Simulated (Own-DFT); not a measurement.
## Calculated data, AlGa₃N₄ (wurtzite random alloy, strained)

All values are calculated (Own-DFT development build). A calculation, not a measurement: plane-wave PBE density functional theory by an unreviewed code, no spin, of a simulated periodic cell, stress positive in tension, free energy of the whole cell less one offset for each atom, forces on such cells passed a denser k mesh, this cell's mesh not checked; offsets are fitted by least squares, one for each functional and potential file, so energies compare only between cells with the same atoms and settings and are not formation energies; the far tail of each file's local potential was reset to the Coulomb form; each entry is a single point on an unrelaxed cell, so the pressure reflects the starting lattice, mostly measured values, from which strain is counted, and rises with the displacements; printed positions are rounded, which can move forces by about a meV/angstrom; the program is a retired in-house code; no spin-orbit coupling.

```xyz
72
Lattice="9.5092 0.1426 0.0000 -4.6311 8.1639 0.0000 0.0000 0.0000 10.2685" Properties=species:S:1:pos:R:3:force_x:R:1:force_y:R:1:force_z:R:1 formula=AlGa3N4 functional=PBE potential_files=PseudoDojo_norm-conserving,scalar-relativistic,standard_set_with_the_stringent_files_for_Ga wave_cutoff=96 occupations=Gaussian smearing_width=0.01 k_mesh=4_x_4_x_3_centred_on_Gamma free_energy_of_cell_above_offsets=-14.034 pressure=5.18 stress_xx=-5.02 stress_yy=-4.99 stress_zz=-5.53 stress_yz=-0.01 stress_xz=0.02 stress_xy=4.79
Al     0.0275     1.8301     0.0000     -0.187     -0.003      0.007
Ga     1.5986     0.9388     2.5671      0.281     -0.014      0.029
N      0.0275     1.8301     1.9420     -0.331      0.954     -0.712
N      1.5986     0.9388     4.5092      0.314     -0.031     -0.015
Ga     0.0275     1.8301     5.1343     -0.292      0.024      0.009
Ga     1.5986     0.9388     7.7014      0.312     -0.028      0.066
N      0.0275     1.8301     7.0763     -0.313      0.012     -0.031
N      1.5986     0.9388     9.6434     -0.511      0.492      0.306
Ga    -1.5163     4.5514     0.0000     -0.267      0.038      0.058
Al     0.0549     3.6601     2.5671      0.215     -0.004     -0.027
N     -1.5163     4.5514     1.9420     -0.259     -0.947      0.654
N      0.0549     3.6601     4.5092     -0.531       0.48      -0.68
Al    -1.5163     4.5514     5.1343     -0.172     -0.003     -0.045
Ga     0.0549     3.6601     7.7014      0.276      0.016      0.039
N     -1.5163     4.5514     7.0763     -0.311      0.015     -1.031
N      0.0549     3.6601     9.6434      0.335     -0.948       0.31
Ga    -3.0599     7.2727     0.0000     -0.289      0.021      0.049
Ga    -1.4888     6.3814     2.5671      0.299      0.002      0.051
N     -3.0599     7.2727     1.9420     -0.308      0.012     -0.016
N     -1.4888     6.3814     4.5092      0.315     -0.932       0.32
Ga    -3.0599     7.2727     5.1343     -0.248      0.035      0.049
Ga    -1.4888     6.3814     7.7014      0.291     -0.013      0.047
N     -3.0599     7.2727     7.0763     -1.101     -0.419      0.285
N     -1.4888     6.3814     9.6434      0.326     -0.019     -0.021
Ga     3.1972     1.8776     0.0000     -0.298     -0.021      0.064
Ga     4.7684     0.9863     2.5671      0.252     -0.043      0.043
N      3.1972     1.8776     1.9420     -0.293       0.94      0.299
N      4.7684     0.9863     4.5092      1.095      0.418        0.3
Ga     3.1972     1.8776     5.1343     -0.285      0.004      0.037
Ga     4.7684     0.9863     7.7014      0.287     -0.016      0.045
N      3.1972     1.8776     7.0763     -0.343      0.018     -0.033
N      4.7684     0.9863     9.6434       0.32      0.007     -0.038
Ga     1.6535     4.5989     0.0000     -0.311      0.023      0.078
Al     3.2247     3.7077     2.5671      0.167      0.009     -0.041
N      1.6535     4.5989     1.9420     -0.233      0.007      1.003
N      3.2247     3.7077     4.5092      0.323      0.001     -1.023
Ga     1.6535     4.5989     5.1343     -0.293      0.008      0.014
Ga     3.2247     3.7077     7.7014       0.29     -0.014      0.024
N      1.6535     4.5989     7.0763     -0.323      0.007     -0.027
N      3.2247     3.7077     9.6434      0.328     -0.023     -0.042
Ga     0.1098     7.3202     0.0000     -0.304      0.009      0.077
Al     1.6810     6.4290     2.5671      0.184     -0.031     -0.042
N      0.1098     7.3202     1.9420      0.521     -0.448      0.323
N      1.6810     6.4290     4.5092      0.334      -0.01     -1.032
Ga     0.1098     7.3202     5.1343     -0.297      0.019      0.029
Ga     1.6810     6.4290     7.7014      0.275     -0.018       0.04
N      0.1098     7.3202     7.0763     -0.325      0.007     -0.023
N      1.6810     6.4290     9.6434      1.091      0.418      0.293
Ga     6.3670     1.9251     0.0000     -0.277     -0.012      0.037
Ga     7.9381     1.0339     2.5671       0.32      -0.04      0.032
N      6.3670     1.9251     1.9420     -0.327      0.962        0.3
N      7.9381     1.0339     4.5092     -0.521       0.45      0.327
Al     6.3670     1.9251     5.1343     -0.183      0.033     -0.026
Ga     7.9381     1.0339     7.7014      0.253     -0.015      0.055
N      6.3670     1.9251     7.0763     -0.308      0.011     -1.026
N      7.9381     1.0339     9.6434      1.086     -0.492      0.631
Ga     4.8233     4.6465     0.0000      -0.28      0.054      0.068
Al     6.3944     3.7552     2.5671       0.17      0.034     -0.007
N      4.8233     4.6465     1.9420     -0.225     -0.957      0.653
N      6.3944     3.7552     4.5092      1.097     -0.509     -0.382
Ga     4.8233     4.6465     5.1343      -0.28     -0.019      0.039
Ga     6.3944     3.7552     7.7014      0.282     -0.024      0.016
N      4.8233     4.6465     7.0763     -0.334      0.956      0.306
N      6.3944     3.7552     9.6434      0.305     -0.026     -0.027
Al     3.2796     7.3678     0.0000     -0.149      0.024     -0.009
Ga     4.8507     6.4765     2.5671      0.283     -0.013      0.002
N      3.2796     7.3678     1.9420     -1.101     -0.412     -0.709
N      4.8507     6.4765     4.5092      0.314     -0.008     -0.019
Ga     3.2796     7.3678     5.1343     -0.305      0.039      0.036
Al     4.8507     6.4765     7.7014      0.181     -0.022      0.019
N      3.2796     7.3678     7.0763      0.538     -0.479      0.324
N      4.8507     6.4765     9.6434      -0.54      0.455     -0.702
```

Units: wave_cutoff in hartree; smearing_width, free_energy_of_cell_above_offsets in eV; pressure, stress_xx, stress_yy, stress_zz, stress_yz, stress_xz, stress_xy in GPa; force_x, force_y, force_z in eV/Å.
